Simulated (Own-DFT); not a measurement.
# Stretching a layer in its plane: wurtzite AlGaN with randomly placed atoms, 96 atoms (Al36Ga12N48)

Source: density functional calculations with Own-DFT, an unreviewed in-house program that is no longer used. Nothing was measured or relaxed, and spin and spin-orbit coupling are left out.

Method: PBE; PseudoDojo norm-conserving scalar-relativistic files (stringent for Ga); cutoff 96 hartree; 3 x 4 x 3 k mesh centred on Gamma; Gaussian smearing of 0.01 eV.

Keep in mind: k mesh not checked against a denser one; stress not checked against mesh or cutoff.

Unstrained cell vectors in Å: (12.525, 0.000, 0.000); (-4.697, 8.135, 0.000); (0.000, 0.000, 10.066). The unstrained cell has measured lattice constants (interpolated for alloys), not those of this functional. That, the random moves and any unrelaxed bonds set the pressure at no strain. Each run strains x and y alike by e, as a substrate would, and holds the height along z. Random moves of width 0.05 Å per axis were added to every atom. The random placing of the alloy's atoms differs from row to row. Stress is positive in tension.

| e (%) | u (Å) | (s_xx + s_yy)/2 (GPa) | s_zz (GPa) |
|---|---|---|---|
| -2.25 | 0.048 | -18.86 | -13.84 |
| -1.50 | 0.045 | -14.76 | -9.96 |
| -1.25 | 0.052 | -13.97 | -8.08 |
| -0.25 | 0.050 | ? | ? |
| 1.00 | 0.052 | -1.48 | -4.59 |
| 1.50 | 0.048 | 1.94 | -4.35 |
| 2.25 | 0.047 | 5.36 | -3.91 |
| 2.50 | 0.048 | 6.34 | -3.96 |
| 2.75 | 0.048 | 7.80 | -3.37 |
| 3.00 | 0.046 | 8.98 | -3.20 |

## Working it out

With e as a fraction, the in-plane stress is -6.6 + 541 e - 592 e² GPa (errors 8 and 545, scatter 0.35), and s_zz is -6.0 + 209 e - 4504 e² GPa (slope ± 16, scatter 0.74). At e = 0 the first slope is C11 + C12 and the second 2 C13, both with the ions held to the strained lattice and at the cell's own pressure. A free layer would change its height as e changes, and the in-plane slope would drop by 2 C13²/C33 to the biaxial modulus. At fixed height, a misfit of 1 % moves the in-plane stress by about 5.4 GPa and s_zz by 2.1 GPa.

## Check

Q: what are the two stresses at e = -0.25 %?

The fitted form gives -8.0 and -6.5 GPa. DFT gave -8.68 and -5.00 GPa.
